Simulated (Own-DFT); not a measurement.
Simulation results for GaP (zincblende, strained, atoms displaced)

A calculation, not a measurement: plane-wave PBE density functional theory by an unreviewed code, no spin, of a simulated periodic cell, stress positive in tension, free energy of the whole cell less one offset for each atom, forces on such cells passed a denser k mesh, this cell's mesh not checked; offsets are fitted by least squares, one for each functional and potential file, so energies compare only between cells with the same atoms and settings and are not formation energies; the far tail of each file's local potential was reset to the Coulomb form; each entry is a single point on an unrelaxed cell, so the pressure reflects the starting lattice, mostly measured values (interpolated for alloys), from which strain is counted, and rises with the displacements; printed positions are rounded, which can move forces by about a meV/angstrom; the program, named Own-DFT, is a retired in-house code; no spin-orbit coupling. Program: Own-DFT development build.

```yaml
- formula: GaP
  kind: "zincblende, strained, atoms displaced"
  structure:
    cell_angstrom:
      - [10.8659, 0.2043, -0.0961]
      - [0.2043, 11.0827, 0.1204]
      - [-0.0961, 0.1204, 10.9527]
    atoms_fractional:
      - [Ga, 0.00707, 0.01026, 0.99665]
      - [Ga, 0.99992, 0.25128, 0.25008]
      - [Ga, 0.25746, 0.99827, 0.25124]
      - [Ga, 0.25336, 0.25211, 0.00252]
      - [P, 0.11759, 0.13403, 0.12411]
      - [P, 0.12201, 0.37513, 0.37934]
      - [P, 0.37225, 0.12657, 0.38199]
      - [P, 0.3761, 0.3817, 0.1247]
      - [Ga, 0.00508, 0.00228, 0.49791]
      - [Ga, 0.00177, 0.25413, 0.74683]
      - [Ga, 0.24578, 0.01058, 0.75318]
      - [Ga, 0.25619, 0.25283, 0.50716]
      - [P, 0.12967, 0.12563, 0.62589]
      - [P, 0.12376, 0.37116, 0.8764]
      - [P, 0.38284, 0.12222, 0.88044]
      - [P, 0.37229, 0.37519, 0.61757]
      - [Ga, 0.00167, 0.49446, 0.00128]
      - [Ga, 0.00736, 0.75244, 0.24708]
      - [Ga, 0.24748, 0.49678, 0.254]
      - [Ga, 0.24941, 0.75979, 0.99895]
      - [P, 0.12562, 0.62208, 0.12751]
      - [P, 0.11882, 0.86875, 0.37902]
      - [P, 0.36809, 0.62606, 0.37839]
      - [P, 0.376, 0.87023, 0.12166]
      - [Ga, 0.00554, 0.49331, 0.50651]
      - [Ga, 0.99768, 0.74741, 0.74981]
      - [Ga, 0.25218, 0.50128, 0.75598]
      - [Ga, 0.24706, 0.75522, 0.50251]
      - [P, 0.12342, 0.61995, 0.61059]
      - [P, 0.1316, 0.88345, 0.87166]
      - [P, 0.37786, 0.62041, 0.87415]
      - [P, 0.36526, 0.87507, 0.62809]
      - [Ga, 0.5052, 0.00086, 0.9958]
      - [Ga, 0.49812, 0.24485, 0.24864]
      - [Ga, 0.75161, 0.99579, 0.24535]
      - [Ga, 0.75392, 0.25101, 0.99771]
      - [P, 0.62476, 0.13675, 0.12104]
      - [P, 0.61991, 0.37113, 0.37599]
      - [P, 0.87411, 0.12051, 0.37417]
      - [P, 0.87886, 0.36386, 0.12536]
      - [Ga, 0.49966, 0.00253, 0.5037]
      - [Ga, 0.50213, 0.24872, 0.7541]
      - [Ga, 0.74066, 0.99533, 0.75725]
      - [Ga, 0.74834, 0.25054, 0.49372]
      - [P, 0.62832, 0.11683, 0.62278]
      - [P, 0.62066, 0.3736, 0.87664]
      - [P, 0.87791, 0.12807, 0.87509]
      - [P, 0.86915, 0.38528, 0.61947]
      - [Ga, 0.49985, 0.50208, 0.99177]
      - [Ga, 0.49892, 0.74061, 0.25051]
      - [Ga, 0.75336, 0.50246, 0.25051]
      - [Ga, 0.74598, 0.74548, 0.99816]
      - [P, 0.62086, 0.62798, 0.12806]
      - [P, 0.62776, 0.86871, 0.37913]
      - [P, 0.88548, 0.62696, 0.37381]
      - [P, 0.86957, 0.88105, 0.12529]
      - [Ga, 0.50634, 0.49751, 0.50287]
      - [Ga, 0.49343, 0.752, 0.75237]
      - [Ga, 0.75489, 0.50172, 0.7542]
      - [Ga, 0.75841, 0.74831, 0.49988]
      - [P, 0.61983, 0.6218, 0.61876]
      - [P, 0.6283, 0.87962, 0.86546]
      - [P, 0.87489, 0.62886, 0.86913]
      - [P, 0.87346, 0.87461, 0.6219]
  settings:
    functional: PBE
    potential_files: "PseudoDojo norm-conserving, scalar-relativistic, standard set"
    "wave_cutoff [hartree]": 42.0
    occupations: Fermi-Dirac
    "smearing_width [eV]": 0.1
    hardware: "one NVIDIA H100"
    k_mesh: "3 x 3 x 3 centred on Gamma"
  results:
    "free_energy_of_cell_above_offsets [eV]": "-32.819"
    "pressure [GPa]": 1.86
    "stress_xx [GPa]": -2.52
    "stress_yy [GPa]": -1.1
    "stress_zz [GPa]": -1.97
    "stress_yz [GPa]": 1.37
    "stress_xz [GPa]": -1.64
    "stress_xy [GPa]": 2.74
    force_element: [Ga, Ga, Ga, Ga, P, P, P, P, Ga, Ga, Ga, Ga, P, P, P, P, Ga, Ga, Ga, Ga, P, P, P, P, Ga, Ga, Ga, Ga, P, P, P, P, Ga, Ga, Ga, Ga, P, P, P, P, Ga, Ga, Ga, Ga, P, P, P, P, Ga, Ga, Ga, Ga, P, P, P, P, Ga, Ga, Ga, Ga, P, P, P, P]
    "force_x [eV/angstrom]": [-0.358, 0.285, -0.906, 0.249, 1.543, 0.343, 0.166, -0.141, -0.309, -0.461, 1.346, -0.894, -0.954, 0.318, -1.34, 0.83, -0.258, -0.849, 0.318, 0.075, -0.039, 0.689, 0.494, 0.601, -0.723, 0.855, -0.523, 0.368, 0.579, -1.257, -1.018, 0.342, 0.599, -0.292, -1.002, -0.02, 0.194, 0.106, -0.005, -1.035, 0.098, -0.121, 2.374, 0.447, -0.289, 0.865, -0.694, 0.159, 0.611, -0.318, 0.254, 0.311, 0.456, -0.752, -0.458, 1.191, -0.898, 0.561, -1.036, -0.202, 0.805, -1.534, 0.084, 0.17]
    "force_y [eV/angstrom]": [-0.954, -0.585, 0.066, -0.261, -0.792, -0.657, -0.085, -0.345, -0.296, -0.073, -0.688, -0.417, 0.848, 0.54, 0.989, 0.497, 0.367, -0.162, 0.084, -1.369, 0.517, 1.252, -0.296, 0.807, 0.321, 0.39, -0.362, -0.718, 0.773, -0.497, 1.501, 0.742, -0.679, 0.506, 0.659, -0.059, -1.439, 0.58, 0.618, 1.887, -1.111, -0.228, 1.062, -0.544, 1.353, 0.369, -0.023, -1.275, -0.478, 0.789, -0.461, 0.583, -0.849, 0.694, -0.398, -0.878, -0.041, -0.376, 0.0, -0.619, 0.891, -1.718, -0.569, 0.618]
    "force_z [eV/angstrom]": [0.594, 1.435, 0.061, 0.344, 0.2, -0.537, -0.965, -0.085, 0.632, -0.186, 0.407, -0.58, -0.786, -0.548, -0.893, 1.527, 0.205, -0.094, 0.364, 0.201, -1.01, -0.946, -0.155, 0.23, -0.831, -0.657, -0.881, 0.142, 2.078, -0.099, -0.25, -0.123, 1.171, 0.448, 0.912, 0.131, 0.03, -1.001, -0.41, -0.558, -0.017, -0.829, -1.259, 0.756, 0.196, -0.54, -1.018, 0.341, 1.589, 0.996, 0.301, 0.353, -1.141, -0.818, -0.151, -1.315, -0.489, -0.517, -0.305, 0.145, 0.989, 1.633, 1.067, 0.516]
    "wall_time [s]": 563.5
```
